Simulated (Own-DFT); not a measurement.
# Computed records: Hf36O71 (tetragonal hafnia with one neutral oxygen vacancy, atoms displaced)

Computed with Own-DFT development build. A calculation, not a measurement: plane-wave PBE and HSE06 DFT by an unreviewed code, no spin, of a simulated cell at Gamma alone, so results move with cell size and shape, stress positive in tension, energies less offsets, not probed for a lower state with spin; hafnium file: forces about 75 meV/angstrom off all-electron values; oxygen file: force components 24 meV/angstrom off all-electron in a glass; k mesh not checked against a denser one; forces and stress are PBE's, HSE06 gives the energy alone, and its difference from PBE has offsets of its own; offsets are fitted by least squares, one for each functional and potential file, so energies compare only between cells with the same atoms and settings and are not formation energies; the far tail of each file's local potential was reset to the Coulomb form; each entry is a single point on an unrelaxed cell, so the pressure reflects the starting lattice, taken from the Materials Project, from which strain is counted, and rises with the displacements; printed positions are rounded, which can move forces by about a meV/angstrom; the program is a retired in-house code; no spin-orbit coupling.

```cif
# cell vector a (Å): 10.7800 0.0000 0.0000
# cell vector b (Å): 0.0000 10.7800 0.0000
# cell vector c (Å): 0.0000 0.0000 10.4493
data_Hf36O71
_symmetry_space_group_name_H-M 'P 1'
_symmetry_Int_Tables_number 1
_cell_length_a 10.7800
_cell_length_b 10.7800
_cell_length_c 10.4493
_cell_angle_alpha 90.000
_cell_angle_beta 90.000
_cell_angle_gamma 90.000
_cell_volume 1214.30
loop_
_atom_site_label
_atom_site_type_symbol
_atom_site_fract_x
_atom_site_fract_y
_atom_site_fract_z
_atom_site_occupancy
Hf1 Hf 0.98520 0.99328 0.99909 1
Hf2 Hf 0.16389 0.17110 0.25891 1
O1 O 0.99481 0.16814 0.16299 1
O2 O 0.17002 0.99966 0.35684 1
O3 O 0.00172 0.16888 0.38355 1
O4 O 0.16434 0.98751 0.09274 1
Hf3 Hf 0.00757 0.99901 0.50400 1
Hf4 Hf 0.17512 0.17180 0.74677 1
O5 O 0.00537 0.17643 0.64446 1
O6 O 0.16128 0.99192 0.84329 1
O7 O 0.99991 0.16511 0.90865 1
O8 O 0.16891 0.01461 0.60084 1
Hf5 Hf 0.99713 0.31815 0.00837 1
Hf6 Hf 0.15634 0.49813 0.26154 1
O9 O 0.99078 0.48381 0.14411 1
O10 O 0.17165 0.31689 0.34361 1
O11 O 0.01147 0.47311 0.41030 1
O12 O 0.16254 0.33294 0.10914 1
Hf7 Hf 0.99564 0.31933 0.49535 1
Hf8 Hf 0.16659 0.50209 0.75232 1
O13 O 0.00183 0.50506 0.64892 1
O14 O 0.16893 0.33713 0.85478 1
O15 O 0.17526 0.33115 0.59356 1
Hf9 Hf 0.99218 0.68407 0.99660 1
Hf10 Hf 0.16308 0.84140 0.24047 1
O16 O 0.99858 0.84200 0.15572 1
O17 O 0.18023 0.66691 0.34105 1
O18 O 0.99390 0.83024 0.39717 1
O19 O 0.16645 0.65956 0.08989 1
Hf11 Hf 0.00455 0.65244 0.50293 1
Hf12 Hf 0.16192 0.83599 0.74312 1
O20 O 0.99264 0.81416 0.64506 1
O21 O 0.16553 0.67179 0.85111 1
O22 O 0.98966 0.83020 0.91573 1
O23 O 0.16497 0.65628 0.59715 1
Hf13 Hf 0.34261 0.99628 0.01104 1
Hf14 Hf 0.50176 0.16654 0.25347 1
O24 O 0.33818 0.16142 0.17248 1
O25 O 0.50306 0.00624 0.35122 1
O26 O 0.33720 0.17707 0.40427 1
O27 O 0.50042 0.00305 0.10654 1
Hf15 Hf 0.33558 0.01182 0.50556 1
Hf16 Hf 0.49792 0.16978 0.75657 1
O28 O 0.34166 0.17387 0.65197 1
O29 O 0.49388 0.01251 0.84332 1
O30 O 0.33184 0.15626 0.90356 1
O31 O 0.50171 0.00483 0.60545 1
Hf17 Hf 0.33482 0.33364 0.00780 1
Hf18 Hf 0.49998 0.50985 0.25144 1
O32 O 0.33270 0.49635 0.15601 1
O33 O 0.49934 0.32746 0.35249 1
O34 O 0.33802 0.49989 0.41619 1
O35 O 0.50550 0.34274 0.09558 1
Hf19 Hf 0.33960 0.32133 0.49925 1
Hf20 Hf 0.51480 0.49798 0.76368 1
O36 O 0.33066 0.50245 0.65392 1
O37 O 0.50549 0.33953 0.84424 1
O38 O 0.33278 0.51771 0.90309 1
O39 O 0.50780 0.32847 0.59695 1
Hf21 Hf 0.33291 0.67578 0.98817 1
Hf22 Hf 0.50493 0.83187 0.24559 1
O40 O 0.33724 0.83043 0.16901 1
O41 O 0.49041 0.67165 0.35075 1
O42 O 0.33303 0.83769 0.41099 1
O43 O 0.49461 0.66968 0.09168 1
Hf23 Hf 0.32919 0.65481 0.50675 1
Hf24 Hf 0.50876 0.83024 0.75319 1
O44 O 0.33793 0.82918 0.65682 1
O45 O 0.52910 0.66699 0.83651 1
O46 O 0.32658 0.83279 0.91021 1
O47 O 0.50281 0.65971 0.58956 1
Hf25 Hf 0.67663 0.98854 0.01129 1
Hf26 Hf 0.82048 0.17139 0.24511 1
O48 O 0.67327 0.16352 0.15583 1
O49 O 0.84037 0.99938 0.34865 1
O50 O 0.66647 0.16844 0.40800 1
O51 O 0.84285 0.00531 0.10145 1
Hf27 Hf 0.67131 0.00501 0.50538 1
Hf28 Hf 0.84601 0.16003 0.75577 1
O52 O 0.65950 0.15977 0.66293 1
O53 O 0.81952 0.99215 0.84613 1
O54 O 0.66322 0.16790 0.91269 1
O55 O 0.83839 0.99115 0.60179 1
Hf29 Hf 0.66890 0.33233 0.99215 1
Hf30 Hf 0.84404 0.48922 0.24858 1
O56 O 0.66560 0.49376 0.14855 1
O57 O 0.83444 0.33862 0.34492 1
O58 O 0.66063 0.49186 0.41543 1
O59 O 0.84166 0.34397 0.09027 1
Hf31 Hf 0.66554 0.32346 0.49651 1
Hf32 Hf 0.82636 0.50584 0.75279 1
O60 O 0.66671 0.49919 0.65806 1
O61 O 0.83242 0.32642 0.85839 1
O62 O 0.66862 0.50890 0.92074 1
O63 O 0.81914 0.33980 0.60118 1
Hf33 Hf 0.68122 0.65712 0.99213 1
Hf34 Hf 0.81922 0.83179 0.24716 1
O64 O 0.66538 0.82886 0.13304 1
O65 O 0.83713 0.65478 0.34746 1
O66 O 0.67260 0.83768 0.41026 1
O67 O 0.84626 0.65861 0.09886 1
Hf35 Hf 0.66067 0.66112 0.51959 1
Hf36 Hf 0.83631 0.82702 0.75034 1
O68 O 0.66872 0.82317 0.64191 1
O69 O 0.83608 0.66535 0.84847 1
O70 O 0.66434 0.82696 0.88914 1
O71 O 0.83883 0.66903 0.58817 1
_calc_first_functional 'PBE'
_calc_second_functional 'HSE06'
_calc_exact_exchange_share 0.25
_calc_screening 0.11  # 1/bohr
_calc_exchange_divergence 'Gygi-Baldereschi'
_calc_potential_files 'PseudoDojo norm-conserving, scalar-relativistic, made for PBE, standard set'
_calc_wave_cutoff 48  # hartree
_calc_occupations 'fixed'
_calc_k_mesh '1 x 1 x 1 centred on Gamma'
_calc_PBE_energy_of_cell_above_offsets '-86.915'  # eV
_calc_HSE06_less_PBE_above_offsets '0.602'  # eV
_calc_PBE_pressure 6.27  # GPa
_calc_PBE_stress_xx -4.79  # GPa
_calc_PBE_stress_yy -7.98  # GPa
_calc_PBE_stress_zz -6.05  # GPa
_calc_PBE_stress_yz -1.41  # GPa
_calc_PBE_stress_xz 0.39  # GPa
_calc_PBE_stress_xy -0.53  # GPa
```

Force:
```csv
element,x (eV/Å),y (eV/Å),z (eV/Å)
Hf,5.217,1.427,0.25
Hf,-0.558,-3.505,-2.662
O,0.004,0.094,-2.076
O,-0.337,0.467,-0.298
O,-0.458,-1.08,3.044
O,0.332,0.462,-0.184
Hf,-1.065,-1.061,-3.171
Hf,0.163,-0.091,0.828
O,-0.972,-0.664,1.036
O,-0.649,0.948,-0.543
O,-0.584,-2.237,-1.782
O,-0.19,-0.664,0.456
Hf,2.067,2.906,-0.206
Hf,1.686,-0.274,-2.502
O,3.201,1.043,1.305
O,0.336,4.963,2.572
O,0.545,4.182,-2.04
O,1.403,-0.731,-1.149
Hf,-0.008,-1.158,2.12
Hf,0.384,0.369,-0.111
O,-1.183,-0.522,1.48
O,0.167,-0.569,-0.436
O,-1.663,-0.506,0.53
Hf,3.882,-7.376,2.514
Hf,0.739,-0.601,2.484
O,-1.899,-0.46,-0.95
O,-1.315,-0.549,0.433
O,0.905,0.139,1.224
O,-0.804,0.803,0.437
Hf,-1.024,1.248,-1.376
Hf,2.006,-1.031,0.169
O,2.145,1.469,1.14
O,-0.863,0.582,-1.481
O,-0.692,4.376,-4.419
O,0.007,0.748,0.454
Hf,-1.757,0.321,-0.895
Hf,0.082,0.488,0.636
O,-0.892,0.169,-2.442
O,0.211,-0.735,-0.018
O,-0.079,-4.372,-0.852
O,1.834,-0.563,-0.6
Hf,1.155,-2.997,-1.515
Hf,1.29,0.011,-1.034
O,-1.422,-0.333,0.098
O,0.363,-3.871,1.831
O,-0.543,1.932,0.791
O,0.066,-0.559,-0.917
Hf,-1.107,1.502,0.728
Hf,-0.187,-1.132,0.025
O,-0.287,-0.762,0.757
O,0.163,0.909,-1.108
O,-0.355,-2.071,-1.794
O,-0.877,-1.344,-0.541
Hf,0.984,4.606,1.821
Hf,-3.65,1.28,-3.216
O,1.346,0.063,1.413
O,-0.168,-1.236,2.115
O,0.815,-3.237,-0.724
O,-0.81,0.264,0.621
Hf,-1.404,-2.212,4.121
Hf,-1.828,-0.218,2.343
O,-0.071,0.732,-1.688
O,1.111,0.004,-1.005
O,0.186,0.632,0.903
O,1.673,-0.071,0.117
Hf,0.826,2.499,-0.753
Hf,-0.655,2.092,-1.575
O,-1.029,0.111,1.062
O,-1.202,-0.21,0.937
O,1.205,2.554,-1.396
O,-2.364,0.228,2.381
Hf,-1.982,1.32,-2.568
Hf,4.723,-0.585,3.03
O,-2.978,-0.083,-1.755
O,-1.199,0.645,-0.783
O,0.965,-1.91,-1.642
O,-3.796,-0.489,0.888
Hf,-0.931,-1.014,0.192
Hf,-2.064,1.435,-0.676
O,2.895,-0.272,-0.206
O,0.931,0.758,1.231
O,0.187,-1.599,0.094
O,0.567,0.946,0.33
Hf,0.438,0.006,2.195
Hf,-2.671,2.642,-0.821
O,0.814,0.923,1.341
O,-0.393,-2.767,1.036
O,-0.379,1.219,-0.662
O,-3.817,-1.514,1.375
Hf,-1.054,2.753,1.251
Hf,3.551,-2.538,-1.04
O,0.059,0.95,0.747
O,-0.121,0.674,-1.833
O,-0.077,-5.917,-4.906
O,2.583,-0.914,0.15
Hf,-1.531,5.364,4.089
Hf,3.02,-1.106,3.611
O,0.805,0.66,0.927
O,0.185,0.553,-0.977
O,-0.016,-0.814,-1.911
O,-2.62,1.016,0.403
Hf,2.435,-0.062,-4.298
Hf,-1.543,0.533,-2.052
O,0.07,0.582,1.826
O,-0.262,0.349,0.199
O,0.76,1.604,1.414
O,-1.109,-0.974,2.075
```
